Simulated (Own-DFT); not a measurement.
# Computed records: GaN (wurtzite, strained, atoms displaced)

Computed with Own-DFT development build. A calculation, not a measurement: plane-wave PBE density functional theory by an unreviewed code, no spin, of a simulated periodic cell, stress positive in tension, free energy of the whole cell less one offset for each atom, forces on such cells passed a denser k mesh, this cell's mesh not checked; offsets are fitted by least squares, one for each functional and potential file, so energies compare only between cells with the same atoms and settings and are not formation energies; the far tail of each file's local potential was reset to the Coulomb form; each entry is a single point on an unrelaxed cell, so the pressure reflects the starting lattice, mostly measured values (interpolated for alloys), from which strain is counted, and rises with the displacements; printed positions are rounded, which can move forces by about a meV/angstrom; the program, named Own-DFT, is a retired in-house code; no spin-orbit coupling.

Settings shared by all entries: functional PBE; potential files PseudoDojo norm-conserving, scalar-relativistic, standard set with the stringent files for Ga; wave cutoff 96 hartree; occupations Gaussian; smearing width 0.01 eV; k mesh 3 x 4 x 3 centred on Gamma.

(1) GaN (wurtzite, strained, atoms displaced)

```cif
# cell vector a (Å): 12.7560 0.0957 0.0000
# cell vector b (Å): -4.7214 8.2494 0.0000
# cell vector c (Å): 0.0000 0.0000 10.3700
data_GaN
_symmetry_space_group_name_H-M 'P 1'
_symmetry_Int_Tables_number 1
_cell_length_a 12.7564
_cell_length_b 9.5050
_cell_length_c 10.3700
_cell_angle_alpha 90.000
_cell_angle_beta 90.000
_cell_angle_gamma 119.354
_cell_volume 1095.91
loop_
_atom_site_label
_atom_site_type_symbol
_atom_site_fract_x
_atom_site_fract_y
_atom_site_fract_z
_atom_site_occupancy
Ga1 Ga 0.08852 0.22357 0.99570 1
Ga2 Ga 0.15523 0.09992 0.25693 1
N1 N 0.07580 0.20067 0.18502 1
N2 N 0.16445 0.10307 0.44382 1
Ga3 Ga 0.08444 0.22110 0.50072 1
Ga4 Ga 0.17295 0.11661 0.74909 1
N3 N 0.08588 0.22677 0.68233 1
N4 N 0.17168 0.11365 0.93620 1
Ga5 Ga 0.07246 0.54450 0.99222 1
Ga6 Ga 0.15767 0.43301 0.25756 1
N5 N 0.07912 0.55092 0.18153 1
N6 N 0.16928 0.44797 0.43929 1
Ga7 Ga 0.08277 0.54993 0.50328 1
Ga8 Ga 0.16609 0.44899 0.74967 1
N7 N 0.09034 0.56585 0.68981 1
N8 N 0.16955 0.44677 0.93625 1
Ga9 Ga 0.06993 0.86891 0.00008 1
Ga10 Ga 0.16921 0.77375 0.25204 1
N9 N 0.08918 0.90261 0.18067 1
N10 N 0.16280 0.77378 0.44204 1
Ga11 Ga 0.07586 0.88127 0.49427 1
Ga12 Ga 0.16615 0.76943 0.75253 1
N11 N 0.09044 0.89016 0.67781 1
N12 N 0.16904 0.77785 0.93296 1
Ga13 Ga 0.32725 0.20874 0.99245 1
Ga14 Ga 0.41817 0.10934 0.25134 1
N13 N 0.32813 0.21671 0.18736 1
N14 N 0.41638 0.10124 0.44268 1
Ga15 Ga 0.33676 0.21613 0.49615 1
Ga16 Ga 0.41562 0.11143 0.75106 1
N15 N 0.32976 0.21978 0.69363 1
N16 N 0.42008 0.12333 0.94386 1
Ga17 Ga 0.33423 0.54839 0.99717 1
Ga18 Ga 0.41252 0.44611 0.24958 1
N17 N 0.33736 0.55725 0.18550 1
N18 N 0.41333 0.43556 0.44621 1
Ga19 Ga 0.33301 0.55683 0.49714 1
Ga20 Ga 0.42058 0.45121 0.75114 1
N19 N 0.33369 0.55339 0.69566 1
N20 N 0.42226 0.44974 0.94024 1
Ga21 Ga 0.33564 0.88750 0.00361 1
Ga22 Ga 0.40894 0.76662 0.24156 1
N21 N 0.34118 0.90054 0.18300 1
N22 N 0.42244 0.78695 0.43900 1
Ga23 Ga 0.33573 0.88398 0.49917 1
Ga24 Ga 0.41613 0.77958 0.75604 1
N23 N 0.33206 0.89121 0.68919 1
N24 N 0.41121 0.77216 0.93438 1
Ga25 Ga 0.59501 0.23194 0.99936 1
Ga26 Ga 0.66552 0.11157 0.24237 1
N25 N 0.58065 0.22207 0.18217 1
N26 N 0.66849 0.11170 0.43208 1
Ga27 Ga 0.57130 0.21356 0.50656 1
Ga28 Ga 0.66603 0.11251 0.74556 1
N27 N 0.58412 0.23107 0.68825 1
N28 N 0.66337 0.11586 0.93846 1
Ga29 Ga 0.58672 0.56053 0.99912 1
Ga30 Ga 0.67108 0.45485 0.25349 1
N29 N 0.59145 0.55970 0.18380 1
N30 N 0.67106 0.44963 0.43757 1
Ga31 Ga 0.57803 0.55355 0.49009 1
Ga32 Ga 0.67296 0.44849 0.74593 1
N31 N 0.58562 0.56590 0.68159 1
N32 N 0.66706 0.44894 0.94174 1
Ga33 Ga 0.58424 0.88591 0.99491 1
Ga34 Ga 0.66189 0.77986 0.24897 1
N33 N 0.58160 0.87985 0.19416 1
N34 N 0.67225 0.78650 0.43315 1
Ga35 Ga 0.58588 0.89669 0.49806 1
Ga36 Ga 0.66257 0.77152 0.74760 1
N35 N 0.57523 0.86935 0.68782 1
N36 N 0.66539 0.77873 0.94457 1
Ga37 Ga 0.83389 0.21988 0.99054 1
Ga38 Ga 0.91001 0.10744 0.24636 1
N37 N 0.82856 0.21851 0.19068 1
N38 N 0.91364 0.11205 0.43140 1
Ga39 Ga 0.83014 0.22613 0.49795 1
Ga40 Ga 0.92413 0.11934 0.74916 1
N39 N 0.82786 0.21920 0.68447 1
N40 N 0.91658 0.10693 0.93447 1
Ga41 Ga 0.83298 0.56385 0.00860 1
Ga42 Ga 0.91600 0.44776 0.25048 1
N41 N 0.83246 0.54900 0.19076 1
N42 N 0.91148 0.43976 0.44193 1
Ga43 Ga 0.83528 0.56481 0.50536 1
Ga44 Ga 0.91803 0.44874 0.75918 1
N43 N 0.82769 0.55000 0.68988 1
N44 N 0.91631 0.44799 0.93116 1
Ga45 Ga 0.83122 0.89681 0.00075 1
Ga46 Ga 0.91600 0.76394 0.24052 1
N45 N 0.83044 0.88309 0.19415 1
N46 N 0.91874 0.78002 0.43910 1
Ga47 Ga 0.84043 0.89696 0.49711 1
Ga48 Ga 0.91860 0.78541 0.75026 1
N47 N 0.83594 0.88713 0.69368 1
N48 N 0.91368 0.78598 0.93406 1
```

- free energy of cell above offsets: -4.271 eV
- pressure: 7.08 GPa
- stress xx: -7.77 GPa
- stress yy: -6.33 GPa
- stress zz: -7.14 GPa
- stress yz: -0.46 GPa
- stress xz: -0.3 GPa
- stress xy: 2.49 GPa

Force:
```csv
element,x (eV/Å),y (eV/Å),z (eV/Å)
Ga,-0.15,-0.429,0.465
Ga,1.858,1.82,0.049
N,-1.315,2.46,0.05
N,0.103,0.847,-0.623
Ga,-0.446,-0.375,-0.784
Ga,-1.046,-1.371,-0.155
N,-0.182,0.087,1.108
N,-1.718,-1.517,-0.545
Ga,2.185,1.567,0.799
Ga,0.522,-0.124,-2.027
N,0.305,0.124,0.636
N,0,-0.684,0.099
Ga,-1.132,0.501,-0.2
Ga,1.222,-0.409,-0.118
N,-1.078,-2.686,-0.542
N,-0.708,-0.572,0.353
Ga,1.648,2.329,-0.81
Ga,-0.373,0.694,-0.553
N,0.167,-3.928,0.647
N,1.073,-0.238,-1.059
Ga,1.355,0.686,1.003
Ga,-0.342,2.959,-0.708
N,-1.143,-0.288,1.847
N,-0.647,-0.656,1.64
Ga,0.067,2.27,1.958
Ga,-0.508,1.41,-0.45
N,-0.142,0.405,0.721
N,-0.8,0.371,-1.122
Ga,-1.393,-0.539,1.232
Ga,-0.025,0.119,0.804
N,1.476,1.375,-1.35
N,2.297,-1.872,-1.257
Ga,-0.457,0.577,-0.011
Ga,1.877,-1.44,-0.192
N,-1.801,-1.411,0.002
N,-0.575,0.718,-1.554
Ga,0.685,0.601,1.349
Ga,0.518,-0.777,-0.054
N,-0.974,0.507,-1.352
N,0.097,-0.9,-0.352
Ga,-0.685,0.914,-1.52
Ga,0.742,2.284,1.236
N,-0.593,-2.285,1.324
N,0.045,-1.895,-1.046
Ga,-1.41,-0.394,0.994
Ga,-0.438,-0.457,-1.61
N,0.666,-0.295,-0.107
N,0.849,0.508,1.748
Ga,-2.809,-0.089,0.361
Ga,-0.763,-0.598,0.693
N,0.574,0.703,1.309
N,-1.142,0.496,0.721
Ga,2.481,1.529,-1.242
Ga,-0.306,-0.994,0.202
N,-0.015,-1.21,0.448
N,2.082,-1.213,-0.984
Ga,-0.508,-0.752,0.376
Ga,-0.512,-1.828,-0.133
N,-1.542,-0.236,0.977
N,-0.557,-0.773,0.531
Ga,1.147,1.373,0.828
Ga,-2.264,0.052,1.004
N,0.57,-2.235,0.111
N,1.202,0.554,-0.993
Ga,-1.582,0.444,1.087
Ga,2.13,-0.899,0.457
N,-2.223,1.495,-1.977
N,-0.282,-0.79,1.033
Ga,0.803,-0.722,0.03
Ga,1.135,1.286,0.679
N,-0.424,2.694,-0.159
N,0.835,0.273,-1.534
Ga,-0.54,0.065,1.159
Ga,0.693,-0.393,0.099
N,0.413,1.071,-1.609
N,0.782,0.898,1.064
Ga,0.244,-1.042,-0.065
Ga,-0.754,-1.031,-0.835
N,1.024,0.731,0.877
N,0.123,1.53,0.188
Ga,-0.419,-0.573,-1.938
Ga,1.054,-1.488,0.786
N,-0.143,0.245,-0.646
N,0.695,1.7,-0.564
Ga,-0.044,-1.02,-0.4
Ga,-0.245,-0.299,-3.841
N,1.969,1.657,0.038
N,-1.066,-0.654,2.672
Ga,0.145,-1.002,0.824
Ga,-0.533,2.733,1.483
N,0.321,-0.035,-1.214
N,-0.665,-0.759,-1.375
Ga,-1.091,-0.689,0.445
Ga,1.551,-0.699,-0.817
N,-1.398,1.113,-1.144
N,0.182,-1.209,1.028
```

(2) GaN (wurtzite, strained, atoms displaced)

```cif
# cell vector a (Å): 12.7560 0.0000 0.0000
# cell vector b (Å): -4.7835 8.2853 0.0621
# cell vector c (Å): 0.0000 0.0778 10.3700
data_GaN
_symmetry_space_group_name_H-M 'P 1'
_symmetry_Int_Tables_number 1
_cell_length_a 12.7560
_cell_length_b 9.5672
_cell_length_c 10.3703
_cell_angle_alpha 89.256
_cell_angle_beta 90.000
_cell_angle_gamma 119.999
_cell_volume 1095.92
loop_
_atom_site_label
_atom_site_type_symbol
_atom_site_fract_x
_atom_site_fract_y
_atom_site_fract_z
_atom_site_occupancy
Ga1 Ga 0.08050 0.22126 0.00009 1
Ga2 Ga 0.17025 0.11935 0.25598 1
N1 N 0.08756 0.21928 0.18873 1
N2 N 0.17326 0.11415 0.43832 1
Ga3 Ga 0.07915 0.22476 0.49602 1
Ga4 Ga 0.16271 0.11219 0.74500 1
N3 N 0.08231 0.21796 0.68547 1
N4 N 0.17103 0.10951 0.93587 1
Ga5 Ga 0.09079 0.56433 0.99968 1
Ga6 Ga 0.16062 0.44234 0.24222 1
N5 N 0.08379 0.55261 0.18716 1
N6 N 0.16954 0.44252 0.43532 1
Ga7 Ga 0.08070 0.55976 0.50035 1
Ga8 Ga 0.16968 0.45251 0.75626 1
N7 N 0.08005 0.55321 0.69313 1
N8 N 0.16640 0.44527 0.94044 1
Ga9 Ga 0.08771 0.88339 0.99979 1
Ga10 Ga 0.16798 0.77473 0.24206 1
N9 N 0.07642 0.89415 0.18489 1
N10 N 0.17288 0.78417 0.43443 1
Ga11 Ga 0.08034 0.88781 0.49743 1
Ga12 Ga 0.16862 0.78534 0.74929 1
N11 N 0.08317 0.87783 0.68865 1
N12 N 0.16745 0.78045 0.93926 1
Ga13 Ga 0.32871 0.22165 0.00548 1
Ga14 Ga 0.42566 0.11834 0.25620 1
N13 N 0.32910 0.22388 0.18956 1
N14 N 0.41979 0.12080 0.43394 1
Ga15 Ga 0.33808 0.23146 0.49287 1
Ga16 Ga 0.40526 0.09659 0.75086 1
N15 N 0.32657 0.22447 0.69190 1
N16 N 0.41463 0.10925 0.94343 1
Ga17 Ga 0.32939 0.55367 0.99597 1
Ga18 Ga 0.41179 0.44536 0.25037 1
N17 N 0.33522 0.55986 0.18231 1
N18 N 0.41862 0.44778 0.44214 1
Ga19 Ga 0.32836 0.56200 0.49413 1
Ga20 Ga 0.41963 0.44540 0.75243 1
N19 N 0.32447 0.56117 0.69480 1
N20 N 0.41672 0.44184 0.93645 1
Ga21 Ga 0.32995 0.87599 0.00287 1
Ga22 Ga 0.41817 0.78058 0.24877 1
N21 N 0.34296 0.89095 0.18317 1
N22 N 0.41357 0.77643 0.43650 1
Ga23 Ga 0.33613 0.89517 0.49202 1
Ga24 Ga 0.41091 0.78547 0.74960 1
N23 N 0.33640 0.89933 0.69221 1
N24 N 0.42069 0.78695 0.93246 1
Ga25 Ga 0.58833 0.21995 0.99697 1
Ga26 Ga 0.66494 0.11379 0.26013 1
N25 N 0.58492 0.21987 0.18401 1
N26 N 0.66717 0.10545 0.44333 1
Ga27 Ga 0.57503 0.22243 0.50235 1
Ga28 Ga 0.66429 0.10549 0.75260 1
N27 N 0.58651 0.22891 0.68576 1
N28 N 0.67003 0.10802 0.94014 1
Ga29 Ga 0.58553 0.55579 0.99496 1
Ga30 Ga 0.66820 0.44500 0.25135 1
N29 N 0.58385 0.55275 0.18864 1
N30 N 0.67031 0.44421 0.44124 1
Ga31 Ga 0.58028 0.54822 0.49223 1
Ga32 Ga 0.66996 0.44378 0.75125 1
N31 N 0.58543 0.55597 0.68448 1
N32 N 0.66604 0.45355 0.95092 1
Ga33 Ga 0.59152 0.89973 0.00220 1
Ga34 Ga 0.67195 0.77457 0.24848 1
N33 N 0.58872 0.90249 0.17627 1
N34 N 0.66559 0.78007 0.43952 1
Ga35 Ga 0.57528 0.88265 0.49740 1
Ga36 Ga 0.66511 0.76496 0.74876 1
N35 N 0.58429 0.88723 0.68040 1
N36 N 0.66512 0.77818 0.93745 1
Ga37 Ga 0.83522 0.22020 0.98697 1
Ga38 Ga 0.90635 0.10590 0.24966 1
N37 N 0.82915 0.21067 0.18988 1
N38 N 0.90844 0.09611 0.44336 1
Ga39 Ga 0.83317 0.22422 0.49910 1
Ga40 Ga 0.92259 0.11333 0.75245 1
N39 N 0.83634 0.22323 0.68871 1
N40 N 0.91446 0.11042 0.94179 1
Ga41 Ga 0.83708 0.55476 0.99722 1
Ga42 Ga 0.91857 0.45141 0.24543 1
N41 N 0.84111 0.57216 0.18835 1
N42 N 0.91429 0.44444 0.44076 1
Ga43 Ga 0.83752 0.55561 0.50421 1
Ga44 Ga 0.91411 0.44093 0.75024 1
N43 N 0.82987 0.55264 0.68748 1
N44 N 0.92769 0.45382 0.94548 1
Ga45 Ga 0.83315 0.88083 0.00359 1
Ga46 Ga 0.91438 0.76998 0.25481 1
N45 N 0.83632 0.89449 0.18740 1
N46 N 0.91176 0.77375 0.43987 1
Ga47 Ga 0.82963 0.89246 0.50206 1
Ga48 Ga 0.91835 0.78233 0.76648 1
N47 N 0.83443 0.88848 0.68906 1
N48 N 0.92211 0.78760 0.94241 1
```

* free energy of cell above offsets: -4.809 eV
* pressure: 6.96 GPa
* stress xx: -6.87 GPa
* stress yy: -7.14 GPa
* stress zz: -6.87 GPa
* stress yz: 1.19 GPa
* stress xz: -0.36 GPa
* stress xy: 0 GPa

Force:
```csv
element,x (eV/Å),y (eV/Å),z (eV/Å)
Ga,0.992,-0.704,0.236
Ga,-0.164,-1.594,-0.702
N,-1.985,0.582,-0.071
N,-1.204,-0.279,0.684
Ga,0.749,-0.865,0.319
Ga,0.853,-0.789,0.669
N,-0.539,1.308,-0.008
N,-1.591,-0.192,-0.075
Ga,-0.067,-0.843,-0.003
Ga,1.844,-0.573,0.846
N,-0.739,0.88,-0.285
N,-1.778,0.285,-0.545
Ga,1.003,-0.223,0.263
Ga,-1.065,-1.57,-0.786
N,0.257,0.81,-0.606
N,-0.355,-0.233,0.203
Ga,-1.386,1.847,0.689
Ga,-0.463,1.399,0.546
N,1.961,-0.392,0.79
N,-0.786,-0.623,-0.114
Ga,0.22,0.173,0.192
Ga,0.781,-1.516,0.198
N,-1.849,1.465,-0.43
N,0.89,-0.473,-0.523
Ga,1.183,-0.05,-0.834
Ga,-1.185,-0.427,-2.729
N,1.577,0.16,0.617
N,-0.277,-1.003,0.959
Ga,-0.866,-0.865,1.937
Ga,0.081,4.731,1.65
N,1.604,-0.007,-1.289
N,0.408,-0.072,-0.374
Ga,1.651,0.877,-0.238
Ga,0.82,0.246,-0.357
N,-0.618,-0.087,0.694
N,-1.225,0.652,-1.017
Ga,1.077,-1.101,1.8
Ga,-0.859,0.009,-0.714
N,2.305,0.53,-1.522
N,-0.297,0.555,0.677
Ga,0.434,2.113,-0.772
Ga,1.347,-0.27,-0.8
N,-1.93,0.361,1.428
N,-0.266,0.805,-0.477
Ga,-0.304,-0.05,0.997
Ga,2.251,-0.738,-0.195
N,-0.737,-2.598,-2.626
N,0.389,-0.953,0.819
Ga,-1.543,-0.013,0.136
Ga,0.703,-0.43,-1.177
N,0.101,1.015,0.787
N,-1.334,0.735,-0.041
Ga,2.464,0.439,0.29
Ga,0.146,0.064,-1.329
N,-0.491,-1.351,1.108
N,-0.496,1.786,-1.36
Ga,-2.249,0.645,1.399
Ga,0.251,-0.122,-0.351
N,-0.481,0.151,0.064
N,-0.237,-0.15,-0.656
Ga,0.821,1.528,0.919
Ga,-1.09,-0.055,0.293
N,-0.125,-1.158,-0.017
N,2.877,-1.685,-2.055
Ga,-0.566,-2.242,-1.326
Ga,-1.372,0.492,0.025
N,0.126,-1.372,3.472
N,-0.089,-0.83,-0.657
Ga,1.318,0.347,0.318
Ga,-0.618,1.902,-0.093
N,-0.548,-0.281,1.467
N,0.65,0.11,-0.043
Ga,-0.275,0.89,2.106
Ga,2.106,0.233,0.629
N,-1.188,2.539,-0.806
N,0.244,3.493,-1.394
Ga,0.128,-0.822,0.537
Ga,-0.993,-0.694,-0.347
N,-0.31,-0.337,0.406
N,1.166,-0.587,-0.665
Ga,-0.524,0.589,0.686
Ga,-0.31,-1.439,0.314
N,-0.19,-3.37,-0.902
N,0.902,0.158,-0.988
Ga,-1.191,0.162,-0.09
Ga,0.014,0.458,0.194
N,0.924,0.863,1.335
N,-1.247,-1.107,-1.015
Ga,-1.122,0.963,-0.136
Ga,-0.316,2.98,0.237
N,0.337,-1.327,0.288
N,0.357,0.563,0.231
Ga,0.49,-2.567,0.892
Ga,0.008,-0.498,-3.261
N,0.183,-0.033,0.719
N,0.447,-1.335,0.735
```

(3) GaN (wurtzite, strained, atoms displaced)

```cif
# cell vector a (Å): 12.7560 0.0000 0.0957
# cell vector b (Å): -4.7835 8.2853 -0.0359
# cell vector c (Å): 0.0778 0.0000 10.3700
data_GaN
_symmetry_space_group_name_H-M 'P 1'
_symmetry_Int_Tables_number 1
_cell_length_a 12.7564
_cell_length_b 9.5671
_cell_length_c 10.3703
_cell_angle_alpha 90.430
_cell_angle_beta 89.140
_cell_angle_gamma 120.001
_cell_volume 1095.92
loop_
_atom_site_label
_atom_site_type_symbol
_atom_site_fract_x
_atom_site_fract_y
_atom_site_fract_z
_atom_site_occupancy
Ga1 Ga 0.07928 0.21620 0.99931 1
Ga2 Ga 0.16874 0.11557 0.25636 1
N1 N 0.08490 0.22414 0.19370 1
N2 N 0.16004 0.10767 0.43623 1
Ga3 Ga 0.08344 0.22043 0.49686 1
Ga4 Ga 0.16733 0.11668 0.75267 1
N3 N 0.08659 0.22241 0.68337 1
N4 N 0.15998 0.11027 0.93702 1
Ga5 Ga 0.08464 0.54213 0.99786 1
Ga6 Ga 0.16126 0.43804 0.25555 1
N5 N 0.08658 0.55089 0.18215 1
N6 N 0.16688 0.44743 0.44079 1
Ga7 Ga 0.08510 0.56891 0.49167 1
Ga8 Ga 0.15944 0.44227 0.74828 1
N7 N 0.08319 0.56117 0.68640 1
N8 N 0.15840 0.44170 0.93140 1
Ga9 Ga 0.07761 0.87854 0.99611 1
Ga10 Ga 0.16292 0.78054 0.24350 1
N9 N 0.08013 0.88737 0.19198 1
N10 N 0.17653 0.78514 0.43343 1
Ga11 Ga 0.07944 0.89106 0.49830 1
Ga12 Ga 0.16924 0.78210 0.75792 1
N11 N 0.07884 0.89868 0.68755 1
N12 N 0.16261 0.77517 0.93518 1
Ga13 Ga 0.32796 0.21520 0.99973 1
Ga14 Ga 0.41436 0.11490 0.25081 1
N13 N 0.33793 0.22552 0.19395 1
N14 N 0.40996 0.10017 0.44008 1
Ga15 Ga 0.32940 0.22732 0.49650 1
Ga16 Ga 0.41250 0.10499 0.75247 1
N15 N 0.33012 0.21465 0.68243 1
N16 N 0.42244 0.11851 0.93435 1
Ga17 Ga 0.33867 0.55685 0.00895 1
Ga18 Ga 0.41373 0.44585 0.24980 1
N17 N 0.32820 0.54641 0.18133 1
N18 N 0.41856 0.44857 0.45193 1
Ga19 Ga 0.33107 0.54889 0.50290 1
Ga20 Ga 0.41271 0.44268 0.73875 1
N19 N 0.32988 0.54293 0.68962 1
N20 N 0.42201 0.44012 0.93953 1
Ga21 Ga 0.33581 0.89112 0.00164 1
Ga22 Ga 0.41365 0.78599 0.24461 1
N21 N 0.32781 0.88460 0.19353 1
N22 N 0.41282 0.77172 0.44252 1
Ga23 Ga 0.33465 0.88540 0.50464 1
Ga24 Ga 0.41688 0.76466 0.75567 1
N23 N 0.34015 0.89333 0.68190 1
N24 N 0.42100 0.77883 0.94183 1
Ga25 Ga 0.58479 0.21730 0.00044 1
Ga26 Ga 0.67019 0.11070 0.24734 1
N25 N 0.57206 0.21987 0.18781 1
N26 N 0.67257 0.12038 0.42827 1
Ga27 Ga 0.57995 0.21519 0.49425 1
Ga28 Ga 0.67090 0.12013 0.74800 1
N27 N 0.58705 0.22216 0.69698 1
N28 N 0.67282 0.12141 0.93387 1
Ga29 Ga 0.58197 0.55589 0.99915 1
Ga30 Ga 0.67107 0.44965 0.25449 1
N29 N 0.57721 0.55644 0.18477 1
N30 N 0.66044 0.44602 0.43502 1
Ga31 Ga 0.57782 0.55099 0.50161 1
Ga32 Ga 0.66994 0.45086 0.74566 1
N31 N 0.58680 0.56009 0.69032 1
N32 N 0.66641 0.44093 0.93389 1
Ga33 Ga 0.58134 0.88326 0.99574 1
Ga34 Ga 0.66824 0.77810 0.25342 1
N33 N 0.58091 0.88830 0.18686 1
N34 N 0.66337 0.77256 0.43509 1
Ga35 Ga 0.58450 0.88630 0.49621 1
Ga36 Ga 0.66437 0.78070 0.74731 1
N35 N 0.58739 0.89391 0.68529 1
N36 N 0.66584 0.77599 0.94373 1
Ga37 Ga 0.84025 0.23107 0.00082 1
Ga38 Ga 0.91959 0.12458 0.25544 1
N37 N 0.82998 0.22335 0.18275 1
N38 N 0.92295 0.11493 0.44356 1
Ga39 Ga 0.83079 0.22586 0.49716 1
Ga40 Ga 0.92304 0.11059 0.74999 1
N39 N 0.83698 0.22279 0.68930 1
N40 N 0.91730 0.11520 0.93871 1
Ga41 Ga 0.83348 0.56055 0.00319 1
Ga42 Ga 0.91971 0.44817 0.24844 1
N41 N 0.83119 0.55174 0.19366 1
N42 N 0.91831 0.44945 0.44318 1
Ga43 Ga 0.83175 0.55665 0.50984 1
Ga44 Ga 0.91568 0.44082 0.74976 1
N43 N 0.83642 0.55169 0.68387 1
N44 N 0.91215 0.44597 0.93570 1
Ga45 Ga 0.82757 0.89273 0.99842 1
Ga46 Ga 0.91237 0.77627 0.24073 1
N45 N 0.83935 0.89597 0.19359 1
N46 N 0.91676 0.77980 0.44170 1
Ga47 Ga 0.83003 0.89177 0.49784 1
Ga48 Ga 0.91489 0.78470 0.75190 1
N47 N 0.83346 0.89057 0.68824 1
N48 N 0.92033 0.76905 0.94399 1
```

* stress yy: withheld

## Withheld values
1. Estimate the stress yy of GaN (wurtzite, strained, atoms displaced) (entry 3).
2. Give the table of force values for GaN (wurtzite, strained, atoms displaced) (entry 3).

Answers
1. -5.36 GPa
2. 
Force:
```csv
element,x (eV/Å),y (eV/Å),z (eV/Å)
Ga,-0.029,1.057,0.806
Ga,-0.06,-0.687,-1.419
N,-0.152,-0.531,-0.968
N,1.156,0.744,0.497
Ga,-0.18,1.012,0.759
Ga,0.239,-0.344,-0.762
N,-0.447,0.341,0.449
N,1.268,-0.584,0.629
Ga,-2.776,1.784,0.1
Ga,0.708,1.107,-0.393
N,-0.926,0.425,0.851
N,-0.016,-0.383,-0.076
Ga,0.492,-0.622,1.323
Ga,0.234,0.199,-0.679
N,0.264,0.149,-0.187
N,3.033,-1.069,0.352
Ga,0.801,1.589,1.154
Ga,0.388,-0.822,0.863
N,0.079,0.653,-1.075
N,-1.831,-0.102,-0.051
Ga,0.977,-0.605,0.403
Ga,-0.403,0.042,-2.574
N,1.285,-0.745,0.361
N,1.434,-0.012,1.746
Ga,0.394,0.756,0.147
Ga,0.329,-1.174,0.882
N,-1.667,-0.357,-0.759
N,0.034,1.577,-0.32
Ga,0.878,-1.756,0.281
Ga,0.716,0.994,-1.041
N,0.158,0.63,0.723
N,-0.904,-1.455,1.09
Ga,-0.238,-1.011,-3.024
Ga,0.491,0.343,0.456
N,-0.457,0.891,2.937
N,-0.735,-0.896,-2.277
Ga,-1.021,1.148,-0.16
Ga,1.898,-1.182,1.913
N,-1.37,1.401,0.023
N,-1.938,-0.106,-0.903
Ga,-0.613,0.148,-0.184
Ga,1.166,-1.489,1.36
N,-0.15,1.169,-1.611
N,0.949,0.225,-0.986
Ga,-0.2,0.032,-1.114
Ga,-0.599,1.183,-1.255
N,-0.221,-1.474,2.594
N,-1.108,-0.712,-0.351
Ga,-0.418,1.189,-0.06
Ga,-1.817,-0.077,-1.017
N,2.436,0.708,0.038
N,-0.229,-1.27,1.253
Ga,-0.663,0.638,0.979
Ga,0.535,-0.764,0.363
N,-1.384,0.477,-2.029
N,0.609,-1.628,0.855
Ga,1.115,-0.914,-0.051
Ga,-1.752,-1.061,-1.108
N,1.228,0.317,0.995
N,1.11,-0.479,1.318
Ga,1.229,0.931,0.404
Ga,0.181,-0.898,0.771
N,-0.62,-0.23,-0.47
N,-0.006,0.892,0.821
Ga,0.562,2.05,0.778
Ga,-0.454,-0.131,-1.36
N,0.364,0.056,0.022
N,0.34,0.428,0.859
Ga,-0.968,0.353,0.044
Ga,0.618,0.125,0.52
N,-0.559,-0.378,0.249
N,0.023,0.149,-1.369
Ga,-1.183,-0.459,-1.013
Ga,0.212,-1.146,-0.293
N,1.143,0.584,1.045
N,-1.962,-0.197,-0.776
Ga,1.262,0.236,0.947
Ga,-1.042,0.384,-0.434
N,0.255,-0.39,-0.632
N,0.185,-0.738,-0.211
Ga,-0.465,-2.153,-0.221
Ga,-0.13,-0.141,0.538
N,0.482,0.514,-0.882
N,-0.215,-0.191,-1.274
Ga,-0.321,0.323,-2.655
Ga,0.185,0.596,-0.112
N,-0.723,0.942,2.16
N,1.118,0.346,0.62
Ga,1.406,-0.077,0.862
Ga,0.618,0.146,1.902
N,-1.419,0.262,-0.908
N,-0.695,-0.547,-0.846
Ga,0.794,-0.451,0.076
Ga,0.884,-1.2,-0.12
N,-0.538,-0.105,0.15
N,-2.661,1.5,-1.259
```

Further results for GaN (wurtzite, strained, atoms displaced) (entry 3):

* free energy of cell above offsets: -5.593 eV
* pressure: 6.76 GPa
* stress xx: -7.57 GPa
* stress zz: -7.35 GPa
* stress yz: 0 GPa
* stress xz: 1.36 GPa
* stress xy: 0.19 GPa
